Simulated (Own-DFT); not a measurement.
SiGe (diamond lattice with Si and Ge gathered in clusters, atoms displaced) (calculated)

A calculation, not a measurement: plane-wave density functional theory by an unreviewed code, no spin, of a simulated periodic cell, stress positive in tension, run twice, with PBE and with PBEsol, both on files made for PBE, so the change isn't that of files made for PBEsol; forces on such cells passed a denser k mesh, this cell's mesh not checked; the far tail of each file's local potential was reset to the Coulomb form; each entry is a single point on an unrelaxed cell, so the pressure reflects the starting lattice, mostly measured values (interpolated for alloys), from which strain is counted, and rises with the displacements; printed positions are rounded, which can move forces by about a meV/angstrom; the program, named Own-DFT, is a retired in-house code; no spin-orbit coupling; stress was not checked against mesh or cutoff. Program: Own-DFT development build.

Common to all runs: functional PBE, then PBEsol; potential files PseudoDojo norm-conserving, scalar-relativistic, standard set; wave cutoff 42 hartree; occupations Fermi-Dirac; smearing width 0.1 eV; k mesh 3 x 3 x 3 centred on Gamma.

```yaml
- entry: 1
  formula: SiGe
  kind: "diamond lattice with Si and Ge gathered in clusters, atoms displaced"
  structure:
    cell_angstrom: [[11.089, 0.0, 0.0], [0.0, 11.089, 0.0], [0.0, 0.0, 11.089]]
    atoms_fractional:
      - [Ge, 0.99423, 0.01051, 0.00013]
      - [Ge, 0.99589, 0.25395, 0.2402]
      - [Ge, 0.25194, 0.99071, 0.25251]
      - [Ge, 0.2563, 0.24449, 0.00069]
      - [Ge, 0.13085, 0.13364, 0.12647]
      - [Ge, 0.11695, 0.37531, 0.37916]
      - [Si, 0.36921, 0.13282, 0.37195]
      - [Ge, 0.36893, 0.37157, 0.12691]
      - [Si, 0.99957, 0.99839, 0.50939]
      - [Si, 0.00777, 0.25365, 0.74756]
      - [Si, 0.2459, 0.9985, 0.75734]
      - [Si, 0.24367, 0.25024, 0.5055]
      - [Si, 0.12198, 0.12521, 0.62564]
      - [Ge, 0.13015, 0.38516, 0.86882]
      - [Si, 0.37608, 0.12557, 0.87369]
      - [Si, 0.38738, 0.37135, 0.61203]
      - [Ge, 0.0047, 0.50389, 0.99155]
      - [Ge, 0.99591, 0.75304, 0.24412]
      - [Ge, 0.24654, 0.49694, 0.24757]
      - [Ge, 0.25142, 0.75128, 0.99538]
      - [Ge, 0.12573, 0.62844, 0.12114]
      - [Ge, 0.11897, 0.87932, 0.37455]
      - [Ge, 0.36575, 0.62483, 0.37351]
      - [Ge, 0.37683, 0.87788, 0.12175]
      - [Ge, 0.0072, 0.50322, 0.51066]
      - [Ge, 0.00151, 0.74593, 0.73425]
      - [Ge, 0.25122, 0.50209, 0.75814]
      - [Ge, 0.25658, 0.7528, 0.49019]
      - [Ge, 0.13129, 0.62549, 0.6282]
      - [Ge, 0.13225, 0.87305, 0.87096]
      - [Ge, 0.36773, 0.62609, 0.87645]
      - [Si, 0.36999, 0.88392, 0.6276]
      - [Si, 0.51046, 0.98519, 0.00116]
      - [Si, 0.49587, 0.25085, 0.24788]
      - [Si, 0.75043, 0.99794, 0.24523]
      - [Si, 0.75722, 0.24399, 0.0095]
      - [Si, 0.6201, 0.12115, 0.13005]
      - [Si, 0.63038, 0.37241, 0.38379]
      - [Si, 0.87093, 0.12339, 0.37209]
      - [Ge, 0.87456, 0.38196, 0.12819]
      - [Si, 0.5017, 0.99656, 0.50252]
      - [Si, 0.50217, 0.24469, 0.7432]
      - [Si, 0.74737, 0.99091, 0.75752]
      - [Si, 0.75058, 0.24444, 0.49865]
      - [Si, 0.62609, 0.12996, 0.62167]
      - [Si, 0.62266, 0.37956, 0.86865]
      - [Si, 0.87565, 0.1285, 0.8746]
      - [Si, 0.87792, 0.36976, 0.62578]
      - [Ge, 0.49582, 0.50436, 0.99751]
      - [Ge, 0.4968, 0.75635, 0.2455]
      - [Ge, 0.75404, 0.49702, 0.25716]
      - [Ge, 0.74917, 0.74764, 0.00129]
      - [Ge, 0.62621, 0.61873, 0.1275]
      - [Si, 0.62953, 0.88121, 0.37443]
      - [Ge, 0.86721, 0.63165, 0.38381]
      - [Ge, 0.87516, 0.87783, 0.12395]
      - [Si, 0.49487, 0.50246, 0.494]
      - [Si, 0.50463, 0.75411, 0.7394]
      - [Si, 0.74618, 0.50116, 0.75178]
      - [Si, 0.7553, 0.7562, 0.50117]
      - [Si, 0.63641, 0.6218, 0.62523]
      - [Si, 0.6232, 0.8692, 0.87659]
      - [Ge, 0.87562, 0.62374, 0.87328]
      - [Si, 0.88278, 0.87613, 0.62151]
  results:
    "PBE_pressure [GPa]": 3.43
    "PBE_stress_xx [GPa]": -3.4
    "PBE_stress_yy [GPa]": -3.51
    "PBE_stress_zz [GPa]": -3.38
    "PBE_stress_yz [GPa]": -0.14
    "PBE_stress_xz [GPa]": 0.8
    "PBE_stress_xy [GPa]": 0.41
    "PBEsol_pressure [GPa]": 1.14
    "PBEsol_stress_xx [GPa]": -1.12
    "PBEsol_stress_yy [GPa]": -1.22
    "PBEsol_stress_zz [GPa]": -1.09
    "PBEsol_stress_yz [GPa]": -0.12
    "PBEsol_stress_xz [GPa]": 0.81
    "PBEsol_stress_xy [GPa]": 0.38
    force_element: [Ge, Ge, Ge, Ge, Ge, Ge, Si, Ge, Si, Si, Si, Si, Si, Ge, Si, Si, Ge, Ge, Ge, Ge, Ge, Ge, Ge, Ge, Ge, Ge, Ge, Ge, Ge, Ge, Ge, Si, Si, Si, Si, Si, Si, Si, Si, Ge, Si, Si, Si, Si, Si, Si, Si, Si, Ge, Ge, Ge, Ge, Ge, Si, Ge, Ge, Si, Si, Si, Si, Si, Si, Ge, Si]
    "PBE_force_x [eV/angstrom]": [1.215, 0.168, 0.028, -0.393, -0.427, 0.489, 0.508, 1.273, -0.094, -0.919, 0.824, 0.664, 0.544, -0.674, 1.04, -1.28, -0.501, 0.096, -0.66, -0.069, -0.041, -0.291, 1.696, -0.319, -1.555, -0.368, 1.591, -1.116, 1.325, -2.152, 2.026, 0.702, -0.729, 0.785, -0.36, -1.337, 0.381, -1.148, 0.522, 0.042, -0.328, -0.12, 0.553, 0.567, 0.23, 0.066, -0.406, -0.634, 0.291, 0.964, -0.877, 0.007, -0.204, -0.34, 1.558, -0.463, 1.515, -0.519, 0.898, -1.262, -1.265, 0.224, -0.33, -1.611]
    "PBE_force_y [eV/angstrom]": [-0.572, -0.648, 1.874, 0.806, -1.577, -0.436, -0.831, 0.457, 1.309, -0.372, 1.401, -0.013, -0.343, -2.518, -1.09, -0.114, -0.313, -0.62, 0.041, 0.366, -0.059, -0.504, -0.47, -0.183, -0.249, 0.762, -0.349, 0.999, 0.126, 0.105, 0.944, -0.513, 2.275, -0.036, 0.619, 0.585, 0.085, -0.113, -0.384, -0.039, 1.202, 0.789, 1.166, 0.426, -1.649, -1.225, 0.264, 0.355, -1.027, -0.798, 0.237, 0.055, 0.405, -0.527, -0.619, 0.295, 0.186, -0.459, -0.934, 0.626, 0.732, -0.533, 0.514, 0.111]
    "PBE_force_z [eV/angstrom]": [-0.269, 1.739, -0.064, -1.232, 0.234, -0.236, 0.831, -0.315, -1.332, 0.354, -1.198, -0.585, 0.545, 1.083, -0.18, 1.344, 0.967, 0.98, 0.423, 0.93, 0.196, 0.437, -1.034, -0.539, -0.581, 1.759, -2.693, 1.847, -0.768, 0.342, -0.85, -0.262, -0.365, 0.889, 0.829, -0.917, -0.55, -0.772, 0.088, -1.504, -0.468, 0.525, -0.911, 0.327, 0.45, 0.788, -0.797, 0.175, 0.078, 1.145, 0.554, -0.157, 0.232, 0.273, -0.565, -0.537, 0.272, 0.48, -0.367, 0.549, -0.821, -0.729, -0.802, 0.731]
    "PBEsol_force_x [eV/angstrom]": [1.21, 0.198, -0.003, -0.42, -0.423, 0.445, 0.457, 1.181, -0.041, -0.848, 0.746, 0.602, 0.542, -0.625, 0.986, -1.288, -0.477, 0.095, -0.638, -0.071, -0.039, -0.231, 1.593, -0.355, -1.462, -0.299, 1.495, -1.115, 1.255, -2.107, 1.916, 0.636, -0.774, 0.732, -0.296, -1.277, 0.362, -1.1, 0.565, 0.081, -0.328, -0.129, 0.547, 0.575, 0.236, 0.022, -0.35, -0.591, 0.242, 0.892, -0.804, 0.05, -0.2, -0.371, 1.553, -0.405, 1.451, -0.545, 0.95, -1.203, -1.242, 0.264, -0.276, -1.548]
    "PBEsol_force_y [eV/angstrom]": [-0.597, -0.583, 1.777, 0.827, -1.517, -0.376, -0.856, 0.484, 1.26, -0.318, 1.33, 0.035, -0.347, -2.376, -1.035, -0.09, -0.289, -0.591, 0.045, 0.341, -0.059, -0.533, -0.411, -0.229, -0.214, 0.681, -0.299, 0.922, 0.118, 0.044, 0.883, -0.543, 2.202, 0.022, 0.558, 0.621, 0.089, -0.067, -0.349, -0.012, 1.178, 0.778, 1.139, 0.421, -1.632, -1.176, 0.224, 0.402, -0.957, -0.802, 0.266, 0.014, 0.406, -0.559, -0.643, 0.242, 0.259, -0.49, -0.879, 0.565, 0.717, -0.594, 0.523, 0.053]
    "PBEsol_force_z [eV/angstrom]": [-0.209, 1.651, -0.094, -1.125, 0.214, -0.264, 0.782, -0.342, -1.373, 0.404, -1.123, -0.612, 0.539, 1.079, -0.118, 1.35, 0.935, 0.945, 0.407, 0.892, 0.179, 0.371, -1.037, -0.472, -0.597, 1.741, -2.557, 1.745, -0.737, 0.379, -0.78, -0.291, -0.301, 0.828, 0.752, -0.846, -0.541, -0.802, 0.042, -1.409, -0.469, 0.53, -0.9, 0.321, 0.443, 0.832, -0.755, 0.133, 0.107, 1.067, 0.493, -0.115, 0.213, 0.227, -0.606, -0.552, 0.209, 0.49, -0.314, 0.495, -0.824, -0.673, -0.735, 0.778]
    "rms_change_of_force_components_from_PBE_to_PBEsol [eV/angstrom]": 0.05
- entry: 2
  formula: SiGe
  kind: "diamond lattice with Si and Ge gathered in clusters, atoms displaced"
  structure:
    cell_angstrom: [[11.089, 0.0, 0.0], [0.0, 11.089, 0.0], [0.0, 0.0, 11.089]]
    atoms_fractional:
      - [Ge, 0.00137, 0.99635, 0.99758]
      - [Ge, 0.00489, 0.26152, 0.24803]
      - [Ge, 0.24917, 0.00978, 0.24285]
      - [Si, 0.24275, 0.2558, 0.00533]
      - [Ge, 0.12596, 0.11982, 0.12622]
      - [Ge, 0.12713, 0.36657, 0.37613]
      - [Ge, 0.38664, 0.12422, 0.36898]
      - [Si, 0.38318, 0.36506, 0.12824]
      - [Ge, 0.00271, 0.0028, 0.49206]
      - [Si, 0.99987, 0.24791, 0.75154]
      - [Ge, 0.25192, 0.9979, 0.73986]
      - [Ge, 0.25155, 0.25009, 0.49834]
      - [Ge, 0.12867, 0.12579, 0.62231]
      - [Si, 0.12451, 0.37984, 0.88467]
      - [Si, 0.36907, 0.12737, 0.87529]
      - [Si, 0.37434, 0.36927, 0.63156]
      - [Si, 0.004, 0.50977, 0.00086]
      - [Ge, 0.00851, 0.75275, 0.24459]
      - [Ge, 0.24085, 0.50162, 0.2505]
      - [Ge, 0.2473, 0.7553, 0.00247]
      - [Ge, 0.11408, 0.61775, 0.12499]
      - [Ge, 0.12622, 0.88084, 0.37594]
      - [Ge, 0.3691, 0.62052, 0.36845]
      - [Ge, 0.37814, 0.87015, 0.123]
      - [Ge, 0.00208, 0.49936, 0.49659]
      - [Ge, 0.99646, 0.75025, 0.74804]
      - [Si, 0.24225, 0.50236, 0.74227]
      - [Ge, 0.25127, 0.75489, 0.50046]
      - [Ge, 0.12368, 0.61974, 0.61487]
      - [Ge, 0.12388, 0.87509, 0.87983]
      - [Si, 0.37247, 0.62779, 0.86981]
      - [Ge, 0.37609, 0.87368, 0.62355]
      - [Si, 0.5065, 0.99417, 0.00448]
      - [Si, 0.48838, 0.24936, 0.25648]
      - [Ge, 0.74665, 0.00245, 0.24865]
      - [Si, 0.75226, 0.24265, 0.00312]
      - [Si, 0.63438, 0.12086, 0.12387]
      - [Si, 0.6322, 0.3721, 0.38129]
      - [Ge, 0.88082, 0.11399, 0.3727]
      - [Si, 0.87842, 0.37348, 0.12747]
      - [Ge, 0.50849, 0.0033, 0.49111]
      - [Si, 0.49578, 0.24193, 0.75056]
      - [Si, 0.74622, 0.99689, 0.746]
      - [Si, 0.74231, 0.26137, 0.50557]
      - [Si, 0.62055, 0.1202, 0.61641]
      - [Si, 0.62172, 0.37311, 0.87562]
      - [Si, 0.86766, 0.12062, 0.87108]
      - [Si, 0.8698, 0.37774, 0.62883]
      - [Si, 0.49844, 0.4976, 0.0001]
      - [Ge, 0.49375, 0.7583, 0.2496]
      - [Si, 0.75404, 0.51336, 0.2467]
      - [Si, 0.74445, 0.75267, 0.99498]
      - [Si, 0.61807, 0.63158, 0.12755]
      - [Ge, 0.62782, 0.87848, 0.37485]
      - [Ge, 0.88282, 0.62452, 0.36679]
      - [Ge, 0.87822, 0.87822, 0.12493]
      - [Si, 0.50906, 0.49725, 0.49882]
      - [Si, 0.50519, 0.75371, 0.74464]
      - [Si, 0.75394, 0.49984, 0.74914]
      - [Ge, 0.75221, 0.73797, 0.49491]
      - [Si, 0.62916, 0.62087, 0.62219]
      - [Si, 0.62441, 0.8832, 0.87415]
      - [Si, 0.87259, 0.62541, 0.87774]
      - [Ge, 0.87347, 0.87832, 0.63191]
  results:
    "PBE_pressure [GPa]": 3.65
    "PBE_stress_xx [GPa]": -3.62
    "PBE_stress_yy [GPa]": -3.53
    "PBE_stress_zz [GPa]": -3.8
    "PBE_stress_yz [GPa]": 0.35
    "PBE_stress_xz [GPa]": -1.39
    "PBE_stress_xy [GPa]": 0.72
    "PBEsol_pressure [GPa]": 1.35
    "PBEsol_stress_xx [GPa]": -1.31
    "PBEsol_stress_yy [GPa]": -1.24
    "PBEsol_stress_zz [GPa]": -1.5
    "PBEsol_stress_yz [GPa]": 0.34
    "PBEsol_stress_xz [GPa]": -1.33
    "PBEsol_stress_xy [GPa]": 0.7
    force_element: [Ge, Ge, Ge, Si, Ge, Ge, Ge, Si, Ge, Si, Ge, Ge, Ge, Si, Si, Si, Si, Ge, Ge, Ge, Ge, Ge, Ge, Ge, Ge, Ge, Si, Ge, Ge, Ge, Si, Ge, Si, Si, Ge, Si, Si, Si, Ge, Si, Ge, Si, Si, Si, Si, Si, Si, Si, Si, Ge, Si, Si, Si, Ge, Ge, Ge, Si, Si, Si, Ge, Si, Si, Si, Ge]
    "PBE_force_x [eV/angstrom]": [-0.892, -0.871, 1.468, 1.163, -1.168, 0.185, -2.164, -1.416, -0.104, -0.349, -0.118, 1.333, -0.879, -0.243, 0.294, 0.368, -2.125, -0.675, 0.955, 0.271, 1.907, 0.812, 1.118, -0.715, -1.084, 0.504, 1.03, -0.055, 0.129, 0.381, 0.166, 1.253, -0.655, 3.646, 0.772, 0.094, -1.993, -1.005, -1.377, -0.87, -1.101, 0.489, -0.576, 1.386, 0.914, 0.507, 0.593, 0.902, -0.097, 0.949, -0.896, 0.171, 0.475, 0.408, 0.133, -1.005, -1.182, 0.21, -0.741, 0.111, -0.469, -0.005, -0.202, -0.061]
    "PBE_force_y [eV/angstrom]": [1.271, -2.068, -1.679, -0.578, 1.902, 1.292, -0.517, 1.415, -0.66, 0.513, 0.336, -0.345, 0.341, 0.092, -0.348, 0.978, -1.999, 0.562, -1.441, -1.684, 1.325, -0.458, 0.406, 1.642, -1.25, -0.791, -0.784, -0.794, 1.234, -0.128, -0.277, 0.172, 1.35, 0.875, -0.448, 1.043, 0.959, 1.176, 2.927, 1.27, -0.732, 0.204, 1.085, -2.028, 1.348, -0.287, 0.297, -0.461, 0.302, -1.3, -1.786, -0.152, -0.378, -1.362, 0.215, -0.818, -0.3, -0.655, 0.076, 1.148, 0.022, -1.012, 0.032, -0.288]
    "PBE_force_z [eV/angstrom]": [-0.225, -0.193, 1.194, -0.307, -1.239, 0.401, 1.028, -0.774, 2.129, 0.417, 1.773, 0.366, 0.13, -1.278, 0.717, -0.528, -1.126, 0.671, -0.776, -0.312, 0.008, -0.83, 1.204, -0.404, -0.072, 0.642, 1.236, -0.574, 0.979, -1.63, -0.087, -0.377, -0.583, -1.167, -0.045, -0.54, 0.045, -1.964, -0.326, -1.062, 0.961, 0.098, 0.27, 0.385, 1.453, -0.154, -0.051, -0.169, 0.021, 0.927, -0.393, 0.433, -0.789, -0.248, 0.143, -0.343, 0.388, 0.699, 0.835, 0.578, 0.598, -0.422, -0.121, -1.617]
    "PBEsol_force_x [eV/angstrom]": [-0.828, -0.781, 1.412, 1.099, -1.148, 0.176, -2.152, -1.437, -0.093, -0.29, -0.142, 1.242, -0.809, -0.24, 0.239, 0.321, -2.043, -0.66, 0.891, 0.234, 1.896, 0.78, 1.039, -0.731, -1.008, 0.51, 0.954, -0.06, 0.086, 0.363, 0.123, 1.152, -0.706, 3.558, 0.806, 0.104, -1.932, -0.992, -1.303, -0.802, -1.11, 0.496, -0.519, 1.403, 0.854, 0.504, 0.626, 0.949, -0.106, 0.873, -0.833, 0.203, 0.415, 0.382, 0.174, -0.926, -1.215, 0.17, -0.735, 0.148, -0.416, -0.006, -0.155, -0.002]
    "PBEsol_force_y [eV/angstrom]": [1.186, -2.048, -1.627, -0.616, 1.801, 1.255, -0.568, 1.43, -0.634, 0.47, 0.301, -0.368, 0.284, 0.091, -0.395, 0.928, -1.909, 0.537, -1.359, -1.583, 1.348, -0.445, 0.434, 1.547, -1.16, -0.719, -0.723, -0.765, 1.231, -0.13, -0.233, 0.197, 1.292, 0.791, -0.482, 1.038, 0.892, 1.162, 2.787, 1.209, -0.749, 0.19, 1.02, -2.04, 1.269, -0.289, 0.243, -0.425, 0.31, -1.218, -1.706, -0.106, -0.319, -1.307, 0.247, -0.764, -0.264, -0.594, 0.086, 1.152, 0.07, -0.999, 0.075, -0.332]
    "PBEsol_force_z [eV/angstrom]": [-0.173, -0.135, 1.159, -0.25, -1.157, 0.376, 1.048, -0.741, 2.042, 0.37, 1.67, 0.318, 0.079, -1.266, 0.687, -0.568, -1.047, 0.65, -0.715, -0.274, 0.091, -0.803, 1.136, -0.344, -0.106, 0.586, 1.162, -0.562, 0.899, -1.563, -0.05, -0.403, -0.52, -1.072, 0.011, -0.535, 0.114, -1.976, -0.334, -0.997, 0.867, 0.089, 0.205, 0.37, 1.372, -0.158, -0.017, -0.212, 0.022, 0.916, -0.336, 0.465, -0.728, -0.248, 0.184, -0.303, 0.343, 0.644, 0.828, 0.516, 0.547, -0.42, -0.155, -1.599]
    "rms_change_of_force_components_from_PBE_to_PBEsol [eV/angstrom]": 0.052
```
